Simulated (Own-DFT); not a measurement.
# Strain and stress in diamond-structure SiGeSn with randomly placed atoms, 64 atoms (Ge52Si8Sn4)

All numbers below are calculated, not measured. The program, named Own-DFT, is a retired in-house plane-wave density functional code that no person has reviewed. Each row is one single-point run on a periodic cell that was not relaxed, without spin or spin-orbit coupling.

Settings of every run: PBEsol; PseudoDojo norm-conserving scalar-relativistic files, made for PBE; cutoff 49 hartree; 3 x 3 x 3 k mesh centred on Gamma; Fermi-Dirac smearing of 0.1 eV.

Known limits: forces on such cells moved up to 12 meV/angstrom on a denser k mesh; stress not checked against mesh or cutoff.

Unstrained cell vectors in Å: (11.363, 0.000, 0.000); (0.000, 11.363, 0.000); (0.000, 0.000, 11.363). The unstrained cell has measured lattice constants (interpolated for alloys), not those of this functional. That, the random moves and any unrelaxed bonds set the pressure at no strain. Each run strains this cell uniformly, with the atoms carried along. Every atom was also moved at random, by a Gaussian of width 0.05 Å on each axis. The random placing of the alloy's atoms differs from row to row. Strain is the symmetric tensor, in per cent. Stress is positive in tension, and the pressure is minus a third of its trace.

```
run  e_xx (%)  e_yy (%)  e_zz (%)  s_xx (GPa)  s_yy (GPa)  s_zz (GPa)  P (GPa)  E (meV/atom)
  1     -2.75     -2.75      0.00       -6.94       -6.83       -5.00     6.26          20.2
  2     -2.00     -2.00      0.00       -5.34       -5.56       -4.22     5.04          19.6
  3     -0.50     -0.50      0.00       -2.76       -2.62       -2.23     2.54           2.9
  4     -0.25     -0.25      0.00       -2.44       -2.27       -2.17     2.29          10.6
  5     -2.50     -2.50      0.00       -6.41       -6.52       -4.63     5.85          22.2
  6     -2.25     -2.25      0.00       -5.93       -5.98       -4.37     5.43          20.5
  7     -1.00     -1.00      0.00       -3.39       -3.52       -2.68     3.20           0.0
  8     -0.75     -0.75      0.00       -3.11       -3.20       -2.61     2.97           8.1
  9     -1.25     -1.25      0.00           ?           ?           ?        ?             ?
```

E is the free energy for each atom above the lowest run shown.

## Worked fit

The change of volume is close to e_xx + e_yy + e_zz. A straight line through the runs shown gives P = 1.74 - 83 x (fractional change of volume) GPa, with an error of 2 on the slope and a scatter of 0.10 GPa. The strain isn't the same on all axes, but the crystal is cubic, so the slope still estimates the bulk modulus, averaged over pressures from 2.3 to 6.3 GPa.

## Withheld run

Question: what pressure should run 9 give? Its volume changes by -2.48 %.

The line gives 3.8 GPa. The calculation gave 3.82 GPa.
